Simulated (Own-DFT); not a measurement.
## Calculated data, Hf32O63 (monoclinic hafnia with one vacancy, atoms displaced), Hf31O64 (monoclinic hafnia with one vacancy, atoms displaced)

All values are calculated (Own-DFT development build). A calculation, not a measurement: plane-wave PBE density functional theory by an unreviewed code, no spin, of a simulated periodic cell, stress positive in tension, free energy of the whole cell less one offset for each atom, defect cell not probed for a lower state with spin; hafnium file: forces about 75 meV/angstrom off all-electron values; oxygen file: force components 24 meV/angstrom off all-electron in one glass; forces on such cells passed a denser k mesh, this cell's mesh not checked; offsets are fitted by least squares, one for each functional and potential file, so energies compare only between cells with the same atoms and settings and are not formation energies; the far tail of each file's local potential was reset to the Coulomb form; each entry is a single point on an unrelaxed cell, so the pressure reflects the starting lattice, mostly measured values, from which strain is counted, and rises with the displacements; printed positions are rounded, which can move forces by about a meV/angstrom; the program is a retired in-house code; no spin-orbit coupling; before rounding, a Quantum ESPRESSO 7.3.1 run of the same cell and cutoff gave forces within 1 meV/angstrom rms on each cell, which checks the program and not the settings.

Common to all runs: functional PBE; potential files PseudoDojo norm-conserving, scalar-relativistic, standard set; wave cutoff 72 hartree; occupations Fermi-Dirac; smearing width 0.1 eV; k mesh 2 x 2 x 2 centred on Gamma.

(1) Hf32O63 (monoclinic hafnia with one vacancy, atoms displaced)

```
Hf32O63
1.0
     10.2340     0.0000     0.0000
      0.0000    10.3500     0.0000
     -1.6955     0.0000    10.4453
Hf O Hf O Hf O Hf O Hf O Hf O Hf O Hf O
4 8 4 8 4 8 4 8 4 8 4 8 4 8 4 7
Direct
  0.13442 0.02874 0.09852
  0.36169 0.26516 0.14090
  0.36362 0.48010 0.40262
  0.13757 0.23501 0.35358
  0.03408 0.15754 0.16727
  0.45325 0.42286 0.07539
  0.46841 0.33267 0.34103
  0.04167 0.09314 0.43165
  0.21576 0.38266 0.23835
  0.27955 0.12937 0.00932
  0.27736 0.12071 0.26326
  0.22539 0.36878 0.47888
  0.13062 0.02362 0.59696
  0.36611 0.26791 0.64086
  0.36672 0.48078 0.89408
  0.14749 0.22392 0.85451
  0.04205 0.17392 0.66859
  0.46963 0.40837 0.57424
  0.45563 0.33299 0.81698
  0.03798 0.08256 0.92327
  0.22649 0.37738 0.73691
  0.28208 0.12737 0.50719
  0.27767 0.12503 0.75261
  0.22300 0.37050 0.99158
  0.14037 0.52147 0.10398
  0.36086 0.77250 0.13835
  0.35989 0.97669 0.39288
  0.14164 0.73058 0.35058
  0.04074 0.65670 0.17487
  0.46636 0.92362 0.07588
  0.46033 0.83868 0.33014
  0.03599 0.58000 0.42292
  0.23102 0.86939 0.23950
  0.28220 0.63586 0.01645
  0.27762 0.62136 0.25635
  0.22029 0.86157 0.48341
  0.13975 0.51567 0.59431
  0.35943 0.76534 0.63564
  0.35937 0.98103 0.89100
  0.13338 0.73753 0.85325
  0.03392 0.66122 0.66676
  0.46765 0.91351 0.56951
  0.46674 0.83701 0.83722
  0.04192 0.57778 0.92786
  0.22148 0.88872 0.73664
  0.27195 0.62775 0.50769
  0.28163 0.61768 0.75845
  0.22676 0.86988 0.99380
  0.63632 0.02036 0.10438
  0.86934 0.26592 0.14159
  0.86386 0.47960 0.39761
  0.63970 0.22386 0.34954
  0.53881 0.15571 0.17325
  0.95760 0.42245 0.07063
  0.96730 0.33167 0.31990
  0.54000 0.08647 0.42519
  0.72657 0.38673 0.24248
  0.77528 0.13156 0.00276
  0.78144 0.11802 0.26018
  0.72242 0.36443 0.49718
  0.62991 0.02256 0.60277
  0.85825 0.26972 0.64311
  0.86426 0.47743 0.89845
  0.63085 0.23172 0.85225
  0.54249 0.16331 0.68732
  0.96579 0.41153 0.57066
  0.96424 0.33008 0.82788
  0.54090 0.08628 0.92500
  0.72865 0.38114 0.74282
  0.76262 0.12606 0.50823
  0.78431 0.12604 0.76048
  0.72062 0.37739 0.98461
  0.64986 0.52439 0.09829
  0.86330 0.76753 0.14861
  0.86413 0.97871 0.39155
  0.63657 0.73187 0.35309
  0.54251 0.65890 0.17305
  0.96942 0.91524 0.07884
  0.95223 0.83052 0.32152
  0.53258 0.58557 0.42257
  0.72083 0.87968 0.24017
  0.77319 0.63879 0.00950
  0.77355 0.61491 0.26443
  0.72363 0.87029 0.48676
  0.63158 0.52313 0.59960
  0.85354 0.76536 0.63657
  0.85167 0.97581 0.88907
  0.64455 0.73681 0.85664
  0.53487 0.66483 0.66661
  0.96297 0.91576 0.57559
  0.96552 0.83480 0.82226
  0.54057 0.59223 0.92676
  0.71781 0.87733 0.73203
  0.77161 0.62497 0.76801
  0.72485 0.86260 0.99328
```

- free energy of cell above offsets: -90.927 eV
- pressure: 5.26 GPa
- stress xx: -4.45 GPa
- stress yy: -5.05 GPa
- stress zz: -6.29 GPa
- stress yz: -0.9 GPa
- stress xz: -0.74 GPa
- stress xy: -0.05 GPa

Force:
| element | x (eV/Å) | y (eV/Å) | z (eV/Å) |
| --- | --- | --- | --- |
| Hf | 1.035 | -3.039 | 0.263 |
| Hf | 0.26 | 2.101 | 1.493 |
| Hf | 0.689 | -0.435 | -2.894 |
| Hf | 1.241 | -0.577 | -0.566 |
| O | -0.967 | 1.84 | 1.112 |
| O | 1.335 | -0.914 | 0.534 |
| O | -0.244 | -0.487 | -1.682 |
| O | -1.73 | -0.817 | -2.034 |
| O | 0.969 | -1.152 | 0.017 |
| O | 0.167 | -0.139 | -0.244 |
| O | -0.209 | 0.284 | -1.027 |
| O | -0.28 | 0.459 | 1.677 |
| Hf | 1.002 | 0.282 | 1.832 |
| Hf | -1.219 | -0.309 | 0.028 |
| Hf | -0.564 | 0.589 | 0.384 |
| Hf | -1.684 | 2.022 | -1.18 |
| O | -0.467 | -0.488 | 0.137 |
| O | -0.348 | 0.519 | 0.208 |
| O | 1.133 | 0.2 | 1.329 |
| O | -0.339 | -0.183 | -0.679 |
| O | -0.195 | 0.043 | -0.597 |
| O | -0.213 | -0.145 | 0.342 |
| O | 0.34 | -0.615 | 0.918 |
| O | 0.143 | -0.671 | -0.7 |
| Hf | 1.112 | -0.458 | -0.214 |
| Hf | 1.321 | -0.377 | 1.352 |
| Hf | -0.024 | 0.911 | 0 |
| Hf | -0.333 | -1.223 | -0.953 |
| O | -2.04 | 1.766 | 0.264 |
| O | -0.662 | -0.752 | 0.132 |
| O | 1.793 | -1.432 | -0.633 |
| O | -0.029 | 0.624 | -0.85 |
| O | -1.346 | 1.33 | -0.362 |
| O | -0.615 | -1.076 | -1.513 |
| O | 0.2 | -0.09 | 1.08 |
| O | 0.323 | 1.316 | 0.79 |
| Hf | -1.169 | -0.004 | 2.382 |
| Hf | 0.231 | 0.717 | 2.126 |
| Hf | 0.894 | -0.467 | 0.173 |
| Hf | 0.715 | -1.864 | -0.385 |
| O | -0.343 | 0.472 | 0.27 |
| O | -1.166 | -0.694 | 0.72 |
| O | -0.097 | -0.257 | -1.389 |
| O | 0.133 | 1.504 | -1.371 |
| O | 0.37 | -1.341 | 0.191 |
| O | 0.695 | -0.204 | -0.201 |
| O | -0.424 | 1.115 | -0.383 |
| O | -0.167 | 0.708 | -1.221 |
| Hf | 1.237 | -0.83 | -0.651 |
| Hf | -1.371 | 1.268 | -0.192 |
| Hf | -0.748 | -0.887 | -0.401 |
| Hf | -0.119 | 1.647 | 1.072 |
| O | -1.514 | 2.034 | 0.389 |
| O | 0.281 | -1.177 | 1.772 |
| O | -0.467 | 0.255 | 0.18 |
| O | -1.775 | -0.834 | -0.467 |
| O | 0.206 | -1.629 | -0.412 |
| O | 0.279 | -0.389 | 0.79 |
| O | 0.283 | 0.466 | -0.385 |
| O | 0.342 | 0.783 | -1.051 |
| Hf | 1.384 | 0.026 | -0.23 |
| Hf | 0.286 | 0.2 | 1.048 |
| Hf | 0.361 | -0.151 | -1.986 |
| Hf | 2.016 | 0.909 | 1.208 |
| O | -1.271 | -0.249 | -2.145 |
| O | 0.316 | 0.115 | 0.174 |
| O | 0.599 | -0.034 | 0.037 |
| O | -1.233 | -0.545 | -0.268 |
| O | -0.514 | 0.158 | -0.645 |
| O | 1.815 | 0.074 | 0.128 |
| O | -0.505 | -1.13 | 0.099 |
| O | -0.218 | -0.6 | 0.47 |
| Hf | -1.935 | -0.611 | 1.253 |
| Hf | 0.311 | 0.394 | -0.72 |
| Hf | -0.881 | 0.248 | 0.966 |
| Hf | -0.594 | -0.511 | -0.61 |
| O | -1.165 | 1.489 | 0.186 |
| O | -0.781 | -0.536 | -0.409 |
| O | 1.991 | -0.276 | 1.242 |
| O | 0.354 | 0.345 | 0.18 |
| O | 0.05 | -0.163 | -0.234 |
| O | 1.138 | -1.09 | 0.39 |
| O | 0.944 | 1.432 | 0.153 |
| O | 0.485 | -0.543 | 0.058 |
| Hf | 1.682 | -0.776 | 1.1 |
| Hf | 0.876 | 0.059 | 0.699 |
| Hf | 1.425 | 1.141 | 0.795 |
| Hf | -1.782 | -1.424 | -0.561 |
| O | -1.04 | 0.976 | 0.298 |
| O | -0.22 | -0.167 | -0.324 |
| O | -0.91 | 0.305 | 0.098 |
| O | -0.853 | -0.729 | -0.903 |
| O | 0.456 | 0.292 | 0.733 |
| O | 0.964 | 0.059 | -1.397 |
| O | 0.594 | 2.011 | -0.204 |

(2) Hf32O63 (monoclinic hafnia with one vacancy, atoms displaced)

```
Hf32O63
1.0
     10.2340     0.0000     0.0000
      0.0000    10.3500     0.0000
     -1.6955     0.0000    10.4453
Hf O Hf O Hf O Hf O Hf O Hf O Hf O Hf O
4 8 4 8 4 8 4 8 4 8 4 7 4 8 4 8
Direct
  0.13624 0.01489 0.10153
  0.36830 0.26278 0.14248
  0.36287 0.48538 0.40293
  0.13696 0.23547 0.34598
  0.03901 0.15684 0.16731
  0.46698 0.41523 0.07715
  0.46059 0.33067 0.32259
  0.03221 0.08474 0.43106
  0.22071 0.38154 0.23992
  0.27354 0.12664 0.01634
  0.27540 0.12026 0.26435
  0.22630 0.37335 0.49124
  0.13498 0.01515 0.60345
  0.35823 0.26483 0.64468
  0.36142 0.47834 0.89651
  0.13284 0.22900 0.85512
  0.03715 0.17267 0.67286
  0.45929 0.42019 0.57106
  0.47218 0.33898 0.82291
  0.04251 0.07101 0.92437
  0.23071 0.37494 0.73745
  0.27500 0.12251 0.50865
  0.26643 0.12811 0.76193
  0.22496 0.37011 0.98950
  0.14739 0.51649 0.10025
  0.35413 0.76915 0.14351
  0.35784 0.97531 0.39927
  0.13402 0.73620 0.35307
  0.03597 0.67498 0.17833
  0.46933 0.91235 0.07247
  0.46409 0.83986 0.33192
  0.04059 0.57837 0.42477
  0.22288 0.88208 0.24973
  0.26672 0.63152 0.00953
  0.27716 0.61606 0.25638
  0.22101 0.86646 0.49509
  0.13640 0.51923 0.61129
  0.36968 0.76491 0.63742
  0.35575 0.97983 0.88678
  0.14080 0.72802 0.84456
  0.03899 0.67239 0.67647
  0.46619 0.92107 0.57308
  0.46694 0.83786 0.82732
  0.03481 0.58596 0.92435
  0.22521 0.88047 0.73525
  0.27453 0.63087 0.50892
  0.28542 0.62814 0.75881
  0.23040 0.87384 0.98939
  0.63681 0.01762 0.10635
  0.85723 0.26891 0.14829
  0.86105 0.47725 0.39248
  0.64274 0.22860 0.36011
  0.53547 0.16911 0.17428
  0.96370 0.42035 0.08475
  0.96567 0.33424 0.32680
  0.54344 0.09152 0.41918
  0.72741 0.38095 0.23950
  0.77703 0.13417 0.00594
  0.77973 0.11974 0.26324
  0.72695 0.37984 0.49996
  0.64150 0.02273 0.61061
  0.86647 0.27351 0.64420
  0.84911 0.47912 0.89292
  0.63599 0.23150 0.85412
  0.53894 0.16351 0.67723
  0.96485 0.42000 0.56602
  0.53620 0.07977 0.92147
  0.72082 0.38202 0.74181
  0.77255 0.12896 0.50750
  0.76785 0.11538 0.75497
  0.72384 0.36581 0.98228
  0.64837 0.51981 0.10701
  0.86083 0.76563 0.14437
  0.85825 0.98653 0.39400
  0.63580 0.72767 0.35435
  0.53484 0.66673 0.17091
  0.96715 0.91353 0.07994
  0.96924 0.83550 0.32778
  0.53632 0.58548 0.41823
  0.73364 0.87793 0.23850
  0.77585 0.62940 0.01127
  0.77000 0.63267 0.25422
  0.72119 0.87399 0.48859
  0.63997 0.52721 0.60186
  0.86168 0.77052 0.65158
  0.86249 0.97625 0.89345
  0.63231 0.73092 0.84947
  0.53047 0.67137 0.66189
  0.96741 0.91763 0.57428
  0.96121 0.82980 0.82938
  0.53502 0.58702 0.91879
  0.72112 0.87369 0.73725
  0.77434 0.63318 0.50823
  0.77746 0.62047 0.75752
  0.72080 0.86411 0.98355
```

* free energy of cell above offsets: -91.586 eV
* pressure: 4.66 GPa
* stress xx: -4.31 GPa
* stress yy: -4.9 GPa
* stress zz: -4.78 GPa
* stress yz: 0.13 GPa
* stress xz: -0.36 GPa
* stress xy: 0.82 GPa

Force:
| element | x (eV/Å) | y (eV/Å) | z (eV/Å) |
| --- | --- | --- | --- |
| Hf | 0.755 | -0.016 | 1.441 |
| Hf | -1.145 | 1.192 | 1.531 |
| Hf | -0.482 | -1.51 | -2.084 |
| Hf | 0.959 | -1.201 | 0.885 |
| O | -1.81 | 1.97 | 0.76 |
| O | 0.331 | 0.442 | -0.616 |
| O | 0.517 | 0.563 | 0.865 |
| O | 0.346 | 0.923 | -1.196 |
| O | 0.096 | -0.724 | -0.086 |
| O | 0.516 | -0.003 | -1.077 |
| O | 0.329 | 0.105 | -0.354 |
| O | -0.611 | -0.649 | 0.07 |
| Hf | 0.34 | 1.026 | -0.589 |
| Hf | 0.973 | 0.523 | -0.817 |
| Hf | 1.396 | -0.022 | 0.008 |
| Hf | -0.111 | -0.219 | 0.397 |
| O | -0.787 | 0.332 | 0.327 |
| O | 1.198 | -0.298 | 1.559 |
| O | -1.141 | 0.326 | 0.142 |
| O | -0.59 | 1.087 | -1.735 |
| O | -0.848 | 0.801 | 0.729 |
| O | -0.038 | 0.834 | 0.803 |
| O | 0.872 | -0.655 | 0.079 |
| O | -0.115 | 0.022 | -0.622 |
| Hf | -2.445 | 0.57 | 1.199 |
| Hf | 1.518 | 0.362 | 0.893 |
| Hf | 0.429 | 1.711 | -0.454 |
| Hf | -0.141 | -1.517 | 0.137 |
| O | 0.715 | -1.43 | -1.093 |
| O | -0.478 | -0.104 | 0.499 |
| O | 0.682 | -1.196 | -0.939 |
| O | -0.677 | 0.229 | -0.141 |
| O | 0.342 | -0.622 | -1.208 |
| O | 1.459 | 0.009 | -0.732 |
| O | 0.12 | 1.085 | -0.123 |
| O | 0.485 | 0.645 | -0.272 |
| Hf | 0.738 | 0.19 | -2.023 |
| Hf | -2.458 | 2.285 | 0.348 |
| Hf | 1.063 | 0.201 | 1.53 |
| Hf | -0.459 | 0.477 | 2.301 |
| O | -0.232 | -0.856 | -1.036 |
| O | -0.18 | -0.478 | 0.831 |
| O | -0.154 | -0.382 | -0.767 |
| O | -0.54 | -0.558 | -0.833 |
| O | 0.025 | -0.271 | 0.729 |
| O | 0.133 | -0.415 | 0.273 |
| O | -0.573 | -1.059 | 0.392 |
| O | -0.439 | -0.74 | -0.363 |
| Hf | -0.299 | -0.257 | -1.014 |
| Hf | 1.995 | -0.225 | -1.226 |
| Hf | 1.027 | 1.615 | 0.341 |
| Hf | -1.613 | 1.026 | -0.622 |
| O | 1.714 | -1.183 | -0.295 |
| O | -0.55 | -0.48 | -0.783 |
| O | -0.496 | -0.336 | -0.249 |
| O | -1.656 | -1.462 | 0.689 |
| O | -0.182 | 0.06 | 0.084 |
| O | -0.096 | -0.964 | 0.68 |
| O | -0.449 | 1.139 | -0.892 |
| O | -0.087 | -0.818 | -1.391 |
| Hf | -0.38 | -0.694 | -2.13 |
| Hf | -0.411 | 0.026 | 0.175 |
| Hf | 2.308 | 0.162 | 0.781 |
| Hf | 0.103 | -1.59 | -0.307 |
| O | -1.577 | 0.798 | -0.677 |
| O | -0.281 | -0.974 | 1.719 |
| O | -0.253 | 0.435 | 0.024 |
| O | 0.88 | -0.079 | -0.285 |
| O | 0.99 | 0.684 | 1.044 |
| O | 1.566 | 0.481 | 0.973 |
| O | -0.108 | 1.354 | 1.674 |
| Hf | -2.406 | 1.05 | -0.885 |
| Hf | 0.973 | 1.26 | 0.194 |
| Hf | 0.946 | -2.126 | 0.702 |
| Hf | 0.049 | 1.854 | -0.542 |
| O | -0.406 | -0.131 | -0.208 |
| O | -0.874 | -0.017 | -0.866 |
| O | -1.082 | 0.742 | 0.445 |
| O | -0.149 | -0.407 | 0.598 |
| O | -0.986 | 0.749 | -0.19 |
| O | -0.004 | -0.956 | -0.698 |
| O | 0.609 | -2.062 | 1.049 |
| O | 0.357 | -0.129 | 0.184 |
| Hf | -0.38 | -1.424 | -0.173 |
| Hf | 0.155 | 0.812 | -1.801 |
| Hf | -0.592 | 0.238 | 1.034 |
| Hf | 0.088 | 0.355 | 0.972 |
| O | 2.111 | -1.007 | 0.588 |
| O | -1.302 | -0.987 | 0.932 |
| O | 0.51 | 0.061 | -0.129 |
| O | -0.308 | -0.713 | 0.285 |
| O | 0.27 | 0.27 | 0.072 |
| O | 0.324 | -0.218 | 0.193 |
| O | -0.47 | 0.109 | -0.052 |
| O | 0.539 | 0.973 | 0.404 |

(3) Hf31O64 (monoclinic hafnia with one vacancy, atoms displaced)

```
Hf31O64
1.0
     10.2340     0.0000     0.0000
      0.0000    10.3500     0.0000
     -1.6955     0.0000    10.4453
Hf O Hf O Hf O Hf O Hf O Hf O Hf O Hf O
4 8 3 8 4 8 4 8 4 8 4 8 4 8 4 8
Direct
  0.13722 0.02460 0.10475
  0.36473 0.26719 0.15028
  0.36374 0.47768 0.39457
  0.13777 0.22802 0.35272
  0.04038 0.16176 0.16993
  0.46127 0.41181 0.07689
  0.46256 0.33170 0.32466
  0.04035 0.08475 0.42078
  0.22206 0.38069 0.24110
  0.27400 0.12532 0.00983
  0.27547 0.12138 0.26100
  0.22736 0.37309 0.47832
  0.14411 0.02265 0.60534
  0.36371 0.47525 0.89512
  0.13987 0.23281 0.85557
  0.03242 0.16503 0.67916
  0.46660 0.41739 0.57634
  0.46743 0.33175 0.82920
  0.03892 0.08271 0.92690
  0.22185 0.37868 0.73955
  0.27324 0.13110 0.50925
  0.27422 0.12258 0.75734
  0.22237 0.36868 0.99255
  0.13645 0.52023 0.10807
  0.36743 0.77447 0.14857
  0.36567 0.98070 0.39246
  0.14165 0.72741 0.35740
  0.03191 0.66748 0.17438
  0.46204 0.90715 0.07689
  0.46246 0.83211 0.32871
  0.03573 0.58298 0.43014
  0.22160 0.88139 0.23712
  0.27101 0.62141 0.01036
  0.27069 0.61986 0.25866
  0.22764 0.86772 0.48770
  0.13430 0.51353 0.60371
  0.36091 0.77262 0.64532
  0.36480 0.97920 0.89011
  0.13673 0.72906 0.85664
  0.03687 0.66342 0.66830
  0.46150 0.91233 0.57920
  0.46264 0.82464 0.82899
  0.04013 0.58832 0.92488
  0.22014 0.87722 0.73482
  0.27266 0.62510 0.50838
  0.27839 0.62260 0.75889
  0.22535 0.86382 0.98848
  0.63785 0.02492 0.10411
  0.85957 0.27109 0.14367
  0.86171 0.47904 0.39576
  0.63490 0.22895 0.35394
  0.54457 0.16761 0.17944
  0.96447 0.41412 0.08328
  0.96084 0.33979 0.33459
  0.53984 0.07717 0.42334
  0.72410 0.37429 0.23770
  0.77621 0.12930 0.01081
  0.77352 0.11621 0.26018
  0.72418 0.37115 0.48466
  0.64033 0.01593 0.60684
  0.86582 0.26602 0.64640
  0.85925 0.47685 0.89546
  0.64138 0.22976 0.85741
  0.53906 0.16241 0.67362
  0.96600 0.41580 0.58029
  0.95781 0.33688 0.82503
  0.53958 0.08283 0.92820
  0.72765 0.37977 0.74085
  0.77490 0.12441 0.51121
  0.77539 0.11786 0.75979
  0.72063 0.36950 0.98533
  0.63570 0.52042 0.09944
  0.86206 0.76871 0.14371
  0.85678 0.97978 0.39509
  0.63588 0.73274 0.35940
  0.53626 0.65830 0.17599
  0.96075 0.91119 0.07529
  0.96165 0.83575 0.32785
  0.54497 0.58110 0.42411
  0.72258 0.87899 0.24186
  0.78205 0.62829 0.01443
  0.77483 0.62162 0.26090
  0.72870 0.87013 0.49089
  0.63793 0.52076 0.60591
  0.85772 0.76959 0.64679
  0.86121 0.97700 0.89783
  0.63384 0.73327 0.84974
  0.52971 0.66729 0.67249
  0.95941 0.91684 0.57905
  0.96218 0.83135 0.82751
  0.53342 0.58458 0.92225
  0.72182 0.88048 0.74064
  0.77468 0.63171 0.51055
  0.77419 0.62410 0.76152
  0.72277 0.87530 0.98771
```

- stress xx: —
- pressure: —

Question: Hf31O64 (monoclinic hafnia with one vacancy, atoms displaced) (entry 3): stress xx?
Answer: -4.72 GPa

Question: What pressure does the calculation give for Hf31O64 (monoclinic hafnia with one vacancy, atoms displaced) (entry 3)?
Answer: 4.49 GPa

Question: Give the table of force values for Hf31O64 (monoclinic hafnia with one vacancy, atoms displaced) (entry 3).
Answer: 
Force:
| element | x (eV/Å) | y (eV/Å) | z (eV/Å) |
| --- | --- | --- | --- |
| Hf | 0.625 | -1.89 | -0.652 |
| Hf | -0.941 | 0.211 | -0.967 |
| Hf | -0.396 | 0.02 | 1.185 |
| Hf | 0.712 | 0.741 | 1.323 |
| O | -1.997 | 1.781 | 0.66 |
| O | 0.867 | 0.233 | 0.011 |
| O | 0.464 | -0.137 | 0.217 |
| O | -1.237 | -0.655 | 0.215 |
| O | 0.348 | -0.506 | -0.522 |
| O | 0.913 | 0.126 | 0.33 |
| O | 0.675 | 0.084 | -0.143 |
| O | -1.068 | 0.33 | -0.105 |
| Hf | -0.047 | 1.017 | -0.002 |
| Hf | -1.163 | 0.02 | -1.367 |
| Hf | 1.064 | -0.419 | -0.943 |
| O | 0.16 | -0.517 | -0.513 |
| O | 0.552 | 0.595 | -0.237 |
| O | 0.519 | 0.321 | 0.912 |
| O | -0.966 | 0.002 | -0.618 |
| O | -0.736 | 0.276 | 1.088 |
| O | -0.279 | -1.106 | -0.942 |
| O | -0.551 | -1.33 | 1.185 |
| O | -0.053 | -0.084 | 0.091 |
| Hf | 0.685 | 0.564 | -0.485 |
| Hf | -1.921 | -2.134 | -0.83 |
| Hf | -1.428 | 0.641 | 1.219 |
| Hf | -0.815 | 0.194 | -0.316 |
| O | 0.348 | -0.442 | 0.163 |
| O | 1.773 | 2.109 | -0.481 |
| O | 0.303 | -0.216 | 0.08 |
| O | -0.314 | 0.4 | -1.229 |
| O | 0.446 | -0.301 | 0.317 |
| O | 0.912 | 0.561 | 0.524 |
| O | 0.408 | 0.135 | 0.481 |
| O | -0.243 | 0.481 | -0.042 |
| Hf | 2.291 | 0.062 | 0.704 |
| Hf | -1.49 | -1.623 | -0.461 |
| Hf | -1.283 | 0.464 | 0.146 |
| Hf | 1.044 | -0.297 | -0.663 |
| O | -0.945 | 0.709 | 0.547 |
| O | 1.215 | 1.024 | -0.287 |
| O | -0.595 | 1.318 | 0.121 |
| O | -2.012 | -1.475 | 0.024 |
| O | 0.443 | 0.329 | 0.404 |
| O | 0.679 | 0.502 | 0.077 |
| O | -0.219 | -0.241 | 0.552 |
| O | 0.249 | 0.769 | -0.17 |
| Hf | 0.452 | -1.684 | 0.495 |
| Hf | 0.247 | -0.173 | 0.933 |
| Hf | -0.946 | 1.058 | 0.111 |
| Hf | 0.937 | 0.16 | 1.38 |
| O | -1.612 | 0.044 | -1.241 |
| O | -0.31 | 0.02 | -0.717 |
| O | 1.362 | -1.911 | -1.204 |
| O | -0.223 | 0.048 | -0.427 |
| O | -0.177 | 0.298 | -0.622 |
| O | 0.27 | 0.209 | 0.272 |
| O | 0.617 | 0.748 | -0.11 |
| O | -0.039 | -0.033 | 0.581 |
| Hf | -0.884 | 1.222 | -0.347 |
| Hf | -0.825 | 0.51 | -0.49 |
| Hf | 0.526 | 1.276 | 0.031 |
| Hf | -1.428 | -0.211 | -2.304 |
| O | 0.818 | -0.228 | 0.365 |
| O | -0.947 | -0.64 | -0.13 |
| O | 1.197 | -0.676 | 0.688 |
| O | -0.744 | -0.165 | -0.428 |
| O | -0.382 | -0.065 | -0.212 |
| O | 0.214 | 0.475 | 0.062 |
| O | 0.184 | 0.326 | 0.349 |
| O | 0.451 | 0.474 | 0.748 |
| Hf | 0.3 | 0.17 | 1.09 |
| Hf | -0.611 | 0.158 | 1.104 |
| Hf | 1.176 | -0.361 | 0.214 |
| Hf | 1.446 | -0.999 | -0.908 |
| O | -0.701 | 0.676 | 0.025 |
| O | 0.89 | 0.858 | -0.013 |
| O | 0.66 | -0.358 | 0.179 |
| O | -1.202 | -0.189 | -0.283 |
| O | -0.412 | -0.006 | -0.402 |
| O | -0.755 | -0.391 | -0.745 |
| O | -0.065 | -0.245 | 0.175 |
| O | -0.984 | -0.062 | 0.067 |
| Hf | -0.295 | -0.695 | -0.177 |
| Hf | 1.53 | -0.173 | -0.24 |
| Hf | 0.817 | 0.085 | -0.169 |
| Hf | 0.682 | -0.757 | 0.988 |
| O | 0.971 | -0.454 | -0.199 |
| O | 0.815 | 0.393 | 0.073 |
| O | -0.116 | 0.18 | 0.041 |
| O | 0.517 | 0.005 | 0.155 |
| O | -0.1 | -0.594 | 0.092 |
| O | 0.191 | -0.078 | 0.459 |
| O | -0.054 | -0.381 | 0.158 |
| O | -0.448 | -0.507 | -0.069 |

Further results for Hf31O64 (monoclinic hafnia with one vacancy, atoms displaced) (entry 3):

* free energy of cell above offsets: -79.399 eV
* stress yy: -4.36 GPa
* stress zz: -4.4 GPa
* stress yz: -0.11 GPa
* stress xz: -0.21 GPa
* stress xy: -0.2 GPa
